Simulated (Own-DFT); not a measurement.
# Which defects push the lattice out? zincblende InP

Calculated, not measured: single-point runs of Own-DFT, a retired in-house plane-wave DFT program that no person has reviewed, on unrelaxed cells, without spin or spin-orbit coupling.

Settings: PBE; PseudoDojo norm-conserving scalar-relativistic files; cutoff 36 hartree; 2 x 3 x 3 k mesh centred on Gamma; Fermi-Dirac smearing of 0.1 eV.

Caveats (not all hold for every row): not probed for a lower state with spin; forces on such cells failed a check on a denser k mesh; forces not confirmed at this smearing and k mesh; stress not checked against mesh or cutoff.

All runs share one cell, with vectors in Å (17.606, 0.000, 0.000); (0.000, 11.737, 0.000); (0.000, 0.000, 11.737) and a volume of 2425.5 Å³. The atoms are randomly displaced, by u rms on each axis. The defect's site can differ from row to row.

```
                                      cell  formula   u (Å)  P (GPa)
                                 no defect  In48P48  0.0199     3.20
                                 no defect  In48P48  0.0493     3.54
                                 no defect  In48P48  0.0517     3.60
one In on a P site and one P on an In site  In48P48  0.0294     3.54
one In on a P site and one P on an In site  In48P48  0.0317     3.55
one In on a P site and one P on an In site  In48P48  0.0469     3.74
                           two P vacancies  In48P46  0.0502     3.40
                           two P vacancies  In48P46  0.0508     3.38
                           two P vacancies  In48P46  0.0527     3.42
                  two P on an In site each  In46P50  0.0281     2.97
                  two P on an In site each  In46P50  0.0304        ?
                  two P on an In site each  In46P50  0.0450     3.21
                  two P on an In site each  In46P50  0.0526     3.36
```

## What the rows give

P = P0 + c u² + a shift for each defect gives P0 = 3.12 GPa, c = 178 ± 6 GPa/Å² and a scatter of 0.01 GPa. The shifts, and each times the cell's volume:

- one In on a P site and one P on an In site: 0.25 ± 0.01 GPa, 3.8 eV
- two P vacancies: -0.19 ± 0.01 GPa, -2.8 eV (-1.4 eV for each of its 2 sites)
- two P on an In site each: -0.27 ± 0.01 GPa, -4.1 eV (-2.1 eV for each of its 2 sites)

Against the defect-free cell, a freed cell would be larger where the shift is positive and smaller where it is negative (160.2 GPa Å³ is 1 eV). The atoms around the defects weren't relaxed, which would change these numbers.

## Check

Question: what pressure belongs in the blank (two P on an In site each, u = 0.0304 Å)?

From the fit: 3.01 ± 0.02 GPa. The run itself gave 2.98 GPa.
